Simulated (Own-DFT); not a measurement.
## Calculated data, Ti$_{7}$Si$_{13}$ (C49 TiSi2 crystal with substituted atoms, atoms displaced)

All values are calculated (Own-DFT development build). A calculation, not a measurement: plane-wave density functional theory by an unreviewed code, no spin, of a simulated periodic cell, stress positive in tension, run twice, with PBE and with PBEsol, both on files made for PBE, so the change isn't that of files made for PBEsol, forces on such cells moved up to 12 meV/angstrom on a denser k mesh; the far tail of each file's local potential was reset to the Coulomb form; each entry is a single point on an unrelaxed cell, so the pressure reflects the starting lattice, taken from the Materials Project, from which strain is counted, and rises with the displacements; printed positions are rounded, which can move forces by about a meV/angstrom; the program, named Own-DFT, is a retired in-house code; no spin-orbit coupling; stress was not checked against mesh or cutoff.

```cif
# cell vector a (Å): 5.2953 -6.7593 3.5652
# cell vector b (Å): 7.0604 0.0000 -7.1303
# cell vector c (Å): 5.2953 6.7593 3.5652
data_Ti7Si13
_symmetry_space_group_name_H-M 'P 1'
_symmetry_Int_Tables_number 1
_cell_length_a 9.2973
_cell_length_b 10.0345
_cell_length_c 9.2973
_cell_angle_alpha 82.631
_cell_angle_beta 93.274
_cell_angle_gamma 82.631
_cell_volume 850.71
loop_
_atom_site_label
_atom_site_type_symbol
_atom_site_fract_x
_atom_site_fract_y
_atom_site_fract_z
_atom_site_occupancy
Ti1 Ti 0.94653 0.92137 0.14806 1
Ti2 Ti 0.84577 0.87717 0.66934 1
Si1 Si 0.59966 0.92698 0.47626 1
Si2 Si 0.20513 0.86358 0.30434 1
Si3 Si 0.89836 0.03867 0.39278 1
Si4 Si 0.90262 0.77502 0.40915 1
Ti3 Ti 0.94440 0.42334 0.15109 1
Ti4 Ti 0.83445 0.37179 0.65581 1
Si5 Si 0.60995 0.42413 0.49038 1
Si6 Si 0.18705 0.37878 0.31952 1
Si7 Si 0.90996 0.51730 0.40470 1
Si8 Si 0.89538 0.26419 0.40629 1
Ti5 Ti 0.73655 0.71676 0.96249 1
Ti6 Ti 0.64982 0.67791 0.44737 1
Si9 Si 0.40002 0.73113 0.29722 1
Si10 Si 0.98152 0.66662 0.11959 1
Si11 Si 0.71158 0.82259 0.19479 1
Si12 Si 0.69739 0.56657 0.19945 1
Ti7 Ti 0.55774 0.02436 0.74526 1
Ti8 Ti 0.45925 0.96645 0.25743 1
Si13 Si 0.21050 0.02819 0.08510 1
Si14 Si 0.79188 0.98557 0.90374 1
Si15 Si 0.50724 0.11448 0.99581 1
Si16 Si 0.49646 0.87992 0.97731 1
Ti9 Ti 0.75325 0.21560 0.94918 1
Ti10 Ti 0.66826 0.17533 0.44230 1
Si17 Si 0.40433 0.22205 0.30950 1
Si18 Si 0.00255 0.16738 0.11794 1
Si19 Si 0.71093 0.31864 0.19561 1
Si20 Si 0.69818 0.08009 0.19217 1
Ti11 Ti 0.53262 0.53163 0.77115 1
Ti12 Ti 0.47047 0.47036 0.24598 1
Si21 Si 0.20901 0.51777 0.08671 1
Si22 Si 0.80053 0.46941 0.90226 1
Si23 Si 0.49208 0.62735 0.99773 1
Si24 Si 0.50352 0.38686 0.99059 1
Ti13 Ti 0.33985 0.82744 0.56383 1
Ti14 Ti 0.25963 0.75879 0.04246 1
Si25 Si 0.99698 0.80683 0.89737 1
Si26 Si 0.58239 0.78144 0.70143 1
Si27 Si 0.30586 0.93317 0.80045 1
Si28 Si 0.31304 0.66959 0.80281 1
Ti15 Ti 0.34530 0.32936 0.55095 1
Ti16 Ti 0.25738 0.26222 0.05054 1
Si29 Si 0.01500 0.32509 0.89687 1
Si30 Si 0.60907 0.27333 0.70125 1
Si31 Si 0.30177 0.42759 0.78176 1
Si32 Si 0.31217 0.15675 0.80757 1
Ti17 Ti 0.14166 0.61752 0.34843 1
Ti18 Ti 0.05300 0.56260 0.85048 1
Si33 Si 0.81332 0.63088 0.69381 1
Si34 Si 0.38260 0.57705 0.50362 1
Si35 Si 0.09475 0.71965 0.61369 1
Si36 Si 0.10141 0.47588 0.59547 1
Ti19 Ti 0.16614 0.13179 0.34656 1
Ti20 Ti 0.05803 0.09083 0.84458 1
Ti21 Ti 0.82494 0.11669 0.69398 1
Si37 Si 0.38366 0.08121 0.51057 1
Si38 Si 0.10153 0.23216 0.58634 1
Si39 Si 0.11293 0.96634 0.60881 1
_calc_functional 'PBE, then PBEsol'
_calc_potential_files 'PseudoDojo norm-conserving, scalar-relativistic, standard set'
_calc_wave_cutoff 42  # hartree
_calc_occupations 'cold (Marzari-Vanderbilt)'
_calc_smearing_width 0.2  # eV
_calc_k_mesh '4 x 4 x 4 centred on Gamma'
_calc_PBE_pressure 6.26  # GPa
_calc_PBE_stress_xx -6.13  # GPa
_calc_PBE_stress_yy -4.92  # GPa
_calc_PBE_stress_zz -7.73  # GPa
_calc_PBE_stress_yz 0.17  # GPa
_calc_PBE_stress_xz 0.13  # GPa
_calc_PBE_stress_xy 0.25  # GPa
_calc_PBEsol_pressure 2.87  # GPa
_calc_PBEsol_stress_xx -2.66  # GPa
_calc_PBEsol_stress_yy -1.31  # GPa
_calc_PBEsol_stress_zz -4.65  # GPa
_calc_PBEsol_stress_yz 0.16  # GPa
_calc_PBEsol_stress_xz 0.13  # GPa
_calc_PBEsol_stress_xy 0.25  # GPa
_calc_rms_change_of_force_components_from_PBE_to_PBEsol 0.027  # eV/angstrom
```

Force:
```
force element  PBE force x (eV/Å)  PBE force y (eV/Å)  PBE force z (eV/Å)  PBEsol force x (eV/Å)  PBEsol force y (eV/Å)  PBEsol force z (eV/Å)
           Ti                 0.7              -0.084               0.603                  0.689                 -0.092                  0.594
           Ti                -2.5              -1.487               0.579                 -2.438                 -1.435                  0.524
           Si                2.11               0.434               1.626                  2.083                  0.385                  1.613
           Si              -0.034               1.909              -3.166                 -0.034                  1.976                 -3.184
           Si              -0.726              -0.293               2.243                 -0.739                 -0.282                  2.245
           Si              -0.202              -0.087              -0.459                 -0.211                 -0.089                 -0.464
           Ti               0.319              -0.345                0.87                  0.323                 -0.365                  0.861
           Ti               2.232              -2.058              -0.598                  2.177                 -2.017                 -0.538
           Si               0.132               0.123              -0.932                  0.121                  0.058                 -0.937
           Si               -0.83              -0.966              -0.205                 -0.822                 -0.916                 -0.201
           Si              -0.795                0.79              -0.946                 -0.806                  0.775                 -0.961
           Si                1.69               -0.87              -0.897                  1.682                 -0.838                  -0.92
           Ti               0.134              -1.931              -0.498                  0.138                 -1.946                 -0.492
           Ti              -0.116              -0.146               0.496                 -0.117                 -0.122                  0.478
           Si              -0.571              -2.449               2.675                 -0.555                 -2.537                  2.692
           Si                   0               -0.45              -0.341                      0                   -0.4                 -0.319
           Si              -0.194               1.176              -0.053                 -0.208                   1.16                 -0.062
           Si               0.898              -0.221              -0.169                  0.889                  -0.22                 -0.174
           Ti              -0.555                0.95              -0.757                 -0.533                  0.936                 -0.736
           Ti              -1.172              -1.031               -2.35                 -1.164                 -0.986                 -2.339
           Si              -0.625              -0.211               1.819                 -0.609                 -0.265                  1.808
           Si              -0.526               0.961               3.095                 -0.524                  0.948                  3.016
           Si               0.919               0.465              -0.591                  0.942                  0.454                 -0.607
           Si               0.963               0.831               2.037                  0.964                  0.811                  2.073
           Ti               1.588               0.609              -0.837                  1.553                  0.558                 -0.821
           Ti              -1.745               2.324              -1.279                 -1.694                  2.313                 -1.242
           Si               0.189              -2.178              -1.165                  0.183                 -2.225                  -1.18
           Si               -0.41               0.374              -1.349                 -0.402                  0.416                 -1.358
           Si              -0.229               0.289              -0.573                  -0.22                  0.289                 -0.578
           Si              -0.249                0.14               0.996                 -0.249                  0.137                  1.007
           Ti              -0.875              -4.793               0.238                 -0.865                 -4.755                  0.232
           Ti              -1.056               1.846              -0.794                 -1.039                  1.851                 -0.795
           Si                0.24               0.207               0.759                  0.233                  0.162                  0.742
           Si              -0.095               1.123              -0.543                 -0.096                  1.172                 -0.543
           Si               1.246               0.258               0.956                  1.257                  0.255                  0.956
           Si              -0.735               1.106               1.706                 -0.738                  1.089                  1.703
           Ti              -0.691              -1.571               0.087                 -0.676                 -1.582                  0.087
           Ti               0.993               1.514              -1.786                  0.993                  1.517                 -1.765
           Si               1.548              -0.021              -0.224                  1.519                 -0.066                 -0.229
           Si               0.328              -0.317               1.224                  0.324                 -0.271                  1.218
           Si              -1.775               0.458               0.516                 -1.814                   0.45                   0.53
           Si              -0.852               1.429              -1.477                  -0.84                  1.409                  -1.48
           Ti               0.267                -0.5               0.586                   0.24                  -0.51                  0.561
           Ti               1.181              -0.625               -0.94                  1.146                 -0.581                 -0.934
           Si              -0.634               0.001               0.319                 -0.622                  -0.05                  0.332
           Si              -0.817               1.498              -0.751                   -0.8                  1.498                  -0.67
           Si               0.258               1.435               1.102                  0.258                   1.41                  1.112
           Si               1.192              -0.252              -2.563                  1.196                  -0.24                 -2.599
           Ti               1.488               0.104              -0.355                  1.475                    0.1                 -0.342
           Ti               0.614              -0.404              -0.727                  0.602                 -0.376                 -0.728
           Si              -0.876               0.242              -0.207                 -0.856                    0.2                 -0.211
           Si                0.65              -0.098                 0.9                  0.637                 -0.044                   0.91
           Si               0.258                -0.4              -0.484                   0.27                 -0.387                 -0.467
           Si              -0.068               0.637               0.336                 -0.053                  0.622                  0.337
           Ti              -1.805               2.287               0.301                 -1.771                  2.246                  0.292
           Ti               -0.33                0.46               2.759                 -0.361                  0.484                  2.708
           Ti               0.019              -4.625              -1.981                  0.023                 -4.555                 -1.959
           Si               0.453               0.421               1.946                  0.442                  0.484                  1.958
           Si              -0.029               1.004               0.971                 -0.018                  0.989                  1.001
           Si               -0.49               1.008              -1.749                 -0.487                  0.998                 -1.755
```
